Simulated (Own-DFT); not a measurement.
# PBE against PBEsol on the same cells

All numbers below are calculated, not measured. They come from Own-DFT, an in-house plane-wave density functional program, since retired, whose code no person has reviewed. Each row is one single-point run on a periodic cell that was not relaxed, without spin or spin-orbit coupling.

Known limits: forces on such cells failed a check on a denser k mesh; stress not checked against mesh or cutoff.

Each cell was run twice at the same cutoff, k mesh and smearing, with PBE and with PBEsol, on PseudoDojo norm-conserving files made for PBE. Atoms were moved at random from their sites; u is the rms move along one axis. Files made for PBEsol would give a somewhat different change.

```
                                    cell  atoms  volume (Å³/atom)  u (Å)  cutoff (hartree)  P with PBE (GPa)  P with PBEsol (GPa)  change (GPa)
 C11b WSi2 with one Si vacancy (Si19W10)     29             13.90  0.048                50              4.19                 0.21         -3.98
 C11b WSi2 with one Si vacancy (Si19W10)     29             13.90  0.050                50              4.52                 0.54         -3.99
 C11b WSi2 with one Si vacancy (Si19W10)     29             13.90  0.073                50              5.97                 1.98         -3.99
C40 NbSi2 with one Si vacancy (Nb12Si23)     35             15.06  0.052                42              1.87                -1.71         -3.57
C40 NbSi2 with one Si vacancy (Nb12Si23)     35             15.06  0.042                42              1.67                -1.90         -3.57
C40 NbSi2 with one Si vacancy (Nb12Si23)     35             15.06  0.027                42              0.82                -2.75         -3.57
                  D0_22 TiAl3 (Al30Ti10)     40             15.63  0.020                42              1.97                 0.07         -1.90
                  D0_22 TiAl3 (Al30Ti10)     40             15.63  0.022                42              2.02                 0.11         -1.90
                  D0_22 TiAl3 (Al30Ti10)     40             15.63  0.087                42              4.01                    ?             ?
                    L1_0 TiAl (Al16Ti16)     32             16.06  0.167                42              9.05                 6.19         -2.86
                    L1_0 TiAl (Al16Ti16)     32             16.06  0.046                42              1.71                -1.13         -2.84
                    L1_0 TiAl (Al16Ti16)     32             15.62  0.051                42              5.50                 2.53         -2.97
```

## Worked reading

Mean change of pressure by composition, in GPa: Si19W10, -3.99; Nb12Si23, -3.57; AlTi, -2.89; Al3Ti, -1.90. At a fixed cell PBEsol gives the lower pressure, because it favours a smaller volume than PBE. Here the change varies more between materials than between cells of one material.

## Withheld value

Question: what PBEsol pressure should the Al30Ti10 cell with the blank give?

Adding the mean change of the cells with its composition, -1.90 GPa, to 4.01 gives 2.1 GPa. The calculation gave 2.10 GPa.
